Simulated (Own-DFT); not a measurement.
Simulation results for InAs (zincblende, strongly disordered by large displacements), GaP (zincblende, strongly disordered by large displacements)

A calculation, not a measurement: plane-wave PBE density functional theory by an unreviewed code, no spin, of a simulated periodic cell, stress positive in tension, free energy of the whole cell less one offset for each atom, forces on such cells passed a denser k mesh, this cell's mesh not checked; broken bonds can close the gap or carry spin, so checks made on this kind of crystal may not hold here; offsets are fitted by least squares, one for each functional and potential file, so energies compare only between cells with the same atoms and settings and are not formation energies; the far tail of each file's local potential was reset to the Coulomb form; each entry is a single point on an unrelaxed cell, so the pressure reflects the starting lattice, mostly measured values (interpolated for alloys), from which strain is counted, and rises with the displacements; printed positions are rounded, which can move forces by about a meV/angstrom; the program, named Own-DFT, is a retired in-house code; no spin-orbit coupling. Program: Own-DFT development build.

Common to all runs: functional PBE; potential files PseudoDojo norm-conserving, scalar-relativistic, standard set; wave cutoff 42 hartree; occupations Fermi-Dirac; smearing width 0.1 eV; k mesh 3 x 3 x 3 centred on Gamma.

(1) InAs (zincblende, strongly disordered by large displacements)

```
cell vectors (Å)
  12.1166     0.0000     0.0000
   0.0000    12.1166     0.0000
   0.0000     0.0000    12.1166
atoms (fractions of the cell vectors)
In  0.97333  0.03225  0.00664
In  0.00235  0.23956  0.25630
In  0.24194  0.99224  0.24177
In  0.25170  0.24660  0.98213
As  0.09201  0.13349  0.13472
As  0.12503  0.38763  0.34709
As  0.35694  0.10023  0.38340
As  0.37885  0.38343  0.14110
In  0.99349  0.01652  0.49623
In  0.99046  0.24011  0.75526
In  0.24305  0.99839  0.75144
In  0.26411  0.27412  0.47971
As  0.11436  0.12551  0.63630
As  0.15760  0.37785  0.85880
As  0.37903  0.13840  0.86083
As  0.36320  0.36381  0.63872
In  0.00551  0.49091  0.01580
In  0.00911  0.77136  0.25627
In  0.24377  0.48961  0.26092
In  0.25608  0.74292  0.98948
As  0.12489  0.65201  0.11921
As  0.13179  0.87892  0.37551
As  0.40031  0.61795  0.38108
As  0.37680  0.86423  0.10559
In  0.00818  0.53649  0.49081
In  0.99011  0.72642  0.76800
In  0.23416  0.49489  0.73510
In  0.22916  0.75138  0.50014
As  0.09625  0.61458  0.63130
As  0.11494  0.85912  0.86336
As  0.38073  0.60176  0.85402
As  0.38050  0.85158  0.62315
In  0.49804  0.98716  0.98764
In  0.50574  0.23527  0.26233
In  0.74030  0.99846  0.25625
In  0.76178  0.23625  0.98500
As  0.61601  0.13342  0.12101
As  0.62144  0.39367  0.37276
As  0.87361  0.09970  0.36618
As  0.83070  0.38552  0.10836
In  0.49821  0.01902  0.51518
In  0.51335  0.25613  0.73918
In  0.74679  0.98192  0.72267
In  0.75000  0.27356  0.49968
As  0.60855  0.13577  0.63671
As  0.61753  0.35326  0.88558
As  0.89070  0.13715  0.88791
As  0.86824  0.36424  0.63445
In  0.52537  0.49488  0.00923
In  0.50470  0.75162  0.23011
In  0.74094  0.49346  0.26394
In  0.75056  0.74028  0.99573
As  0.60943  0.61741  0.12554
As  0.61806  0.86348  0.38467
As  0.86653  0.65073  0.36774
As  0.87678  0.90550  0.10571
In  0.49576  0.49431  0.47032
In  0.48801  0.74908  0.72779
In  0.75161  0.49177  0.74216
In  0.74359  0.75312  0.49270
As  0.60968  0.61156  0.62003
As  0.62060  0.87366  0.89864
As  0.87294  0.64300  0.87506
As  0.86698  0.86637  0.61247
```

Settings of this run: hardware one NVIDIA H200.

The calculation gives: free energy of cell above offsets -5.613 eV; pressure 8.42 GPa; stress xx -8.26 GPa; stress yy -8.13 GPa; stress zz -8.89 GPa; stress yz -0.31 GPa; stress xz 0.73 GPa; stress xy 1.18 GPa; wall time 1307 s.

Force:
```tsv
element	x (eV/Å)	y (eV/Å)	z (eV/Å)
In	4.692	-2.976	1.094
In	-3.4	2.975	2.412
In	0.352	0.248	-1.624
In	0.345	0.009	2.578
As	5.151	-2.073	-2.887
As	-4.786	-3.289	4.76
As	0.593	1.532	-0.389
As	0.308	-1.266	-1.101
In	1.423	-1.555	1.923
In	1.688	1.944	-0.716
In	0.493	-0.712	-0.051
In	-1.027	-1.053	0.12
As	0.913	0.215	-1.629
As	-4.557	-2.006	2.816
As	0.221	-1.96	0.23
As	1.036	0.709	-1.657
In	0.111	0.393	-0.607
In	-1.435	-0.199	-1.818
In	4.589	5.334	-3.69
In	0.168	-0.583	-1.984
As	-0.439	-2.005	1.201
As	-0.718	1.142	1.021
As	-5.253	4.763	-3.398
As	-0.76	1.1	1.277
In	-3.004	-3.392	-4.13
In	2.735	3.845	-3.777
In	1.992	2.879	-1.884
In	1.569	-1.443	0.808
As	3.41	2.371	2.38
As	0.704	1.611	1.165
As	0.215	0.707	1.04
As	-3.767	4.68	-3.136
In	-1.961	3.528	1.303
In	-1.302	0.675	0.166
In	-1.482	-0.949	-1.613
In	-2.955	0.848	1.797
As	0.798	-1.28	-0.404
As	0.485	-4.9	0.156
As	-0.78	3.418	0.19
As	2.282	0.232	0.861
In	-0.658	-2.288	-0.714
In	-2.826	2.516	2.382
In	-1.274	0.991	2.206
In	-0.678	-1.879	-0.899
As	4.229	-2.354	-2.594
As	1.11	1.241	-0.538
As	-2.665	0.308	-5.547
As	2.013	0.936	-0.554
In	-3.168	-2.142	-2.295
In	-0.874	0.776	1.744
In	2.14	2.761	-2.034
In	-0.749	1.17	2.045
As	3.726	1.641	1.305
As	-1.477	1.959	-1.414
As	0.841	-1.607	-1.03
As	-2.394	-4.328	3.047
In	0.291	-2.127	6.215
In	3.354	-3.111	4.36
In	-1.25	1.064	1.335
In	-0.799	-1.358	1.806
As	1.253	0.012	-0.324
As	2.106	-1.797	-3.948
As	-3.112	-5.574	2.571
As	2.219	-0.328	0.071
```

(2) GaP (zincblende, strongly disordered by large displacements)

```
cell vectors (Å)
  10.9010     0.0000     0.0000
   0.0000    10.9010     0.0000
   0.0000     0.0000    10.9010
atoms (fractions of the cell vectors)
Ga  0.00031  0.02052  0.04052
Ga  0.99344  0.27283  0.29764
Ga  0.27728  0.02378  0.21387
Ga  0.25607  0.25138  0.98731
P   0.11120  0.18806  0.12258
P   0.13874  0.33881  0.43978
P   0.42911  0.10102  0.36804
P   0.35439  0.42895  0.07292
Ga  0.04411  0.02931  0.49908
Ga  0.95523  0.21216  0.76481
Ga  0.26802  0.95848  0.79459
Ga  0.27214  0.24424  0.52623
P   0.10161  0.10888  0.64684
P   0.15771  0.43484  0.90275
P   0.29473  0.11850  0.86636
P   0.45856  0.45809  0.66220
Ga  0.99288  0.53774  0.96965
Ga  0.96890  0.72811  0.26094
Ga  0.26398  0.54206  0.21970
Ga  0.26723  0.70971  0.03752
P   0.12817  0.62139  0.13766
P   0.16212  0.86436  0.38579
P   0.40018  0.61796  0.38769
P   0.38279  0.84236  0.15044
Ga  0.00511  0.50103  0.46726
Ga  0.99065  0.73888  0.75723
Ga  0.25478  0.49833  0.73457
Ga  0.27387  0.71468  0.52112
P   0.12813  0.60007  0.60588
P   0.14540  0.88696  0.90626
P   0.33499  0.60893  0.90154
P   0.34688  0.82662  0.64400
Ga  0.47807  0.97550  0.98074
Ga  0.52673  0.24432  0.23158
Ga  0.75365  0.01766  0.25449
Ga  0.73600  0.23078  0.94682
P   0.64715  0.15502  0.13672
P   0.62931  0.36887  0.37731
P   0.87514  0.12344  0.42743
P   0.90499  0.38945  0.09878
Ga  0.51801  0.00494  0.48999
Ga  0.45039  0.28040  0.70366
Ga  0.66798  0.98412  0.75768
Ga  0.79084  0.27810  0.53440
P   0.66927  0.15586  0.58045
P   0.59031  0.40756  0.85849
P   0.86321  0.12433  0.88612
P   0.87885  0.38344  0.64678
Ga  0.53566  0.51245  0.01348
Ga  0.53401  0.71781  0.26553
Ga  0.74583  0.47737  0.30281
Ga  0.76549  0.76242  0.01103
P   0.65083  0.59984  0.11714
P   0.66631  0.91954  0.37024
P   0.87996  0.64712  0.39132
P   0.85038  0.86657  0.12686
Ga  0.53711  0.50991  0.49256
Ga  0.49363  0.75472  0.78585
Ga  0.75187  0.50286  0.73996
Ga  0.70909  0.78363  0.47286
P   0.62386  0.65000  0.63645
P   0.61440  0.88550  0.89506
P   0.85564  0.63805  0.91893
P   0.89240  0.89480  0.62204
```

It was run with hardware one NVIDIA H100.

It finds free energy of cell above offsets 27.087 eV; pressure 15.67 GPa; stress xx -14.21 GPa; stress yy -16.57 GPa; stress zz -16.24 GPa; stress yz -0.79 GPa; stress xz 2.97 GPa; stress xy -0.79 GPa; wall time 589 s.

Force:
```tsv
element	x (eV/Å)	y (eV/Å)	z (eV/Å)
Ga	0.346	-0.725	-1.094
Ga	-0.055	-0.276	-1.26
Ga	-0.7	-0.273	1.234
Ga	-1.026	3.829	2.838
P	-0.353	-1.338	1.915
P	-3.112	3.021	-3.264
P	-5.326	4.571	-4.648
P	1.242	-2.133	0.49
Ga	-1.504	-5.118	-5.548
Ga	4.502	3.942	-5.577
Ga	1.436	-3.719	-7.063
Ga	3.488	-3.159	2.347
P	3.635	3.258	6.185
P	-0.517	-1.741	-0.323
P	4.85	3.483	-0.663
P	-1.852	4.312	1.259
Ga	5.104	-4.145	3.32
Ga	5.203	4.175	-5.362
Ga	4.978	-3.643	5.225
Ga	-0.915	5.978	1.306
P	-8.948	2.427	-0.899
P	-1.294	0.938	-0.79
P	-1.327	-0.341	-1.433
P	1.239	1.182	-0.693
Ga	0.454	-0.866	1.318
Ga	0.457	1.203	-0.395
Ga	0.436	-0.084	-0.95
Ga	-2.857	-1.506	-4.272
P	-1.286	0.799	1.432
P	-5.488	-4.033	4.273
P	3.886	-1.915	-4.332
P	3.962	5.21	4.039
Ga	-4.433	2.95	3.894
Ga	-5.628	3.603	3.73
Ga	4.408	4.582	-4.91
Ga	-5.46	5.925	3.858
P	4.261	-3.891	-5.349
P	-3.72	-5.014	3.348
P	0.262	-0.042	-3.158
P	-0.997	-1.26	1.618
Ga	2.774	-2.851	5.223
Ga	0.246	-6.636	1.155
Ga	4.447	5.167	-7.27
Ga	0.036	1.061	-5.763
P	-7.586	-6.27	3.948
P	2.007	-2.916	-1.823
P	1.083	-8.625	2.46
P	5.558	3.813	3.265
Ga	-4.799	-2.107	-2.422
Ga	0.325	1.597	-1.116
Ga	6.342	5.396	-4.976
Ga	-6.881	0.05	-1.019
P	4.126	4.231	5.118
P	-6.588	-0.921	0.554
P	-5.127	-3.795	4.654
P	5.069	5.145	5.315
Ga	0.539	0.44	-1.117
Ga	-1.245	-1.691	-0.666
Ga	-1.572	1.685	1.803
Ga	3.522	-5.898	5.927
P	0.947	0.641	-0.682
P	1.995	-5.958	3.154
P	-1.5	-0.857	-8.103
P	-1.068	-0.869	0.735
```

(3) InAs (zincblende, strongly disordered by large displacements)

```
cell vectors (Å)
  12.1166     0.0000     0.0000
   0.0000    12.1166     0.0000
   0.0000     0.0000    12.1166
atoms (fractions of the cell vectors)
In  0.01612  0.98151  0.97284
In  0.00182  0.25599  0.26026
In  0.24277  0.99348  0.25426
In  0.26181  0.27861  0.00458
As  0.12268  0.12770  0.13222
As  0.12552  0.38498  0.34180
As  0.38602  0.12450  0.33777
As  0.38364  0.38306  0.14233
In  0.01174  0.99483  0.49134
In  0.99359  0.24890  0.74285
In  0.22431  0.00895  0.74546
In  0.25787  0.24942  0.48956
As  0.12834  0.12490  0.64714
As  0.09501  0.36126  0.88963
As  0.35329  0.13518  0.85163
As  0.37317  0.38791  0.65450
In  0.01651  0.50558  0.98779
In  0.99499  0.75298  0.24783
In  0.27018  0.50110  0.22392
In  0.26542  0.76060  0.00153
As  0.12848  0.63807  0.15282
As  0.11973  0.88887  0.38950
As  0.39393  0.61151  0.41623
As  0.40048  0.88292  0.11343
In  0.99662  0.48709  0.49538
In  0.01463  0.75064  0.77013
In  0.23508  0.48686  0.73422
In  0.26732  0.72879  0.49185
As  0.13463  0.61063  0.63945
As  0.13623  0.87115  0.89724
As  0.40719  0.61068  0.87397
As  0.39145  0.85555  0.64439
In  0.47733  0.01150  0.01401
In  0.47681  0.24725  0.24283
In  0.76233  0.99287  0.24204
In  0.73911  0.23722  0.99725
As  0.61652  0.13807  0.10007
As  0.63436  0.36604  0.38135
As  0.85093  0.11866  0.38944
As  0.88975  0.34982  0.14594
In  0.53354  0.99954  0.49435
In  0.52086  0.22944  0.72932
In  0.77483  0.99634  0.75842
In  0.76389  0.25660  0.46505
As  0.61478  0.11158  0.62066
As  0.61438  0.38514  0.87050
As  0.90875  0.14603  0.87610
As  0.87164  0.38636  0.62279
In  0.48920  0.49229  0.00855
In  0.52477  0.75842  0.24249
In  0.77790  0.48867  0.24538
In  0.76394  0.73547  0.00938
As  0.65336  0.63219  0.13089
As  0.62805  0.88547  0.38196
As  0.88375  0.63006  0.36948
As  0.87112  0.89665  0.12654
In  0.52535  0.50753  0.47643
In  0.49732  0.74000  0.73249
In  0.74289  0.51884  0.76364
In  0.72376  0.71831  0.49315
As  0.63236  0.63935  0.62631
As  0.62580  0.85881  0.87421
As  0.86625  0.63633  0.88827
As  0.88159  0.91144  0.63307
```

It was run with hardware one NVIDIA H200.

Results for InAs (zincblende, strongly disordered by large displacements): free energy of cell above offsets 2.897 eV; pressure 9.97 GPa; stress xx -9.94 GPa; stress yy -11.1 GPa; stress zz -8.86 GPa; stress yz 0.11 GPa; stress xz 2.95 GPa; stress xy 4.54 GPa; wall time 1192 s.

Force:
```tsv
element	x (eV/Å)	y (eV/Å)	z (eV/Å)
In	-4.195	4.901	3.961
In	1.008	-4.396	1.866
In	0.251	0.068	-1.238
In	-1.082	-1.825	-0.692
As	0.356	-0.283	-0.988
As	1.65	0.919	2.681
As	-2.715	-4.246	5.285
As	1.526	-1.389	-3.192
In	-3.147	3.953	3.519
In	0.663	2.304	-2.972
In	3.896	-5.051	3.015
In	0.184	0.616	0.326
As	-2.768	3.602	-5.678
As	2.788	-0.861	-1.357
As	1.513	0.494	1.858
As	3.497	-2.83	-3.232
In	-1.726	2.188	2.556
In	-0.532	2.334	0.612
In	-2.95	3.661	3.856
In	1.43	-2.25	0.851
As	1.258	-0.648	-2.731
As	3.496	-4.667	-3.019
As	-2.769	1.768	-6.192
As	-3.554	-4.354	4.459
In	1.378	1.051	-0.527
In	-0.847	0.098	-1.373
In	-0.077	-1.101	4.866
In	-2.731	3.107	2.708
As	-3.082	3.574	-2.956
As	3.164	-2.641	-3.896
As	-2.939	1.196	-0.76
As	-4.827	5.117	-4.167
In	2.412	3.904	-5.431
In	5.615	2.055	-1.444
In	-3.409	2.796	2.268
In	3.183	2.869	-2.229
As	-1.657	-2.026	3.53
As	-2.261	1.502	-3.128
As	4.447	-4.248	-2.719
As	-2.842	2.29	-4.778
In	-4.992	0.383	0.331
In	-3.091	3.24	2.889
In	-3.274	2.058	3.395
In	-0.955	2.395	5.379
As	4.969	0.246	0.209
As	0.648	-1.423	0.005
As	-3.295	-2.839	2.943
As	-1.032	-0.935	0.608
In	2.408	0.491	0.575
In	-0.73	-0.289	0.618
In	-1.12	0.477	0.439
In	-1.522	4.572	0.774
As	-2.101	-2.718	1.426
As	2.603	-3.072	-2.851
As	-0.785	-0.539	1.363
As	3.207	-3.082	-3.307
In	3.729	-3.604	3.976
In	2.837	-2.208	4.285
In	0.267	-0.818	-0.532
In	4.21	3.804	-4.4
As	-1.902	-4.078	3.147
As	0.369	0.898	0.42
As	3.455	-2.183	-2.422
As	2.493	-4.329	-2.79
```
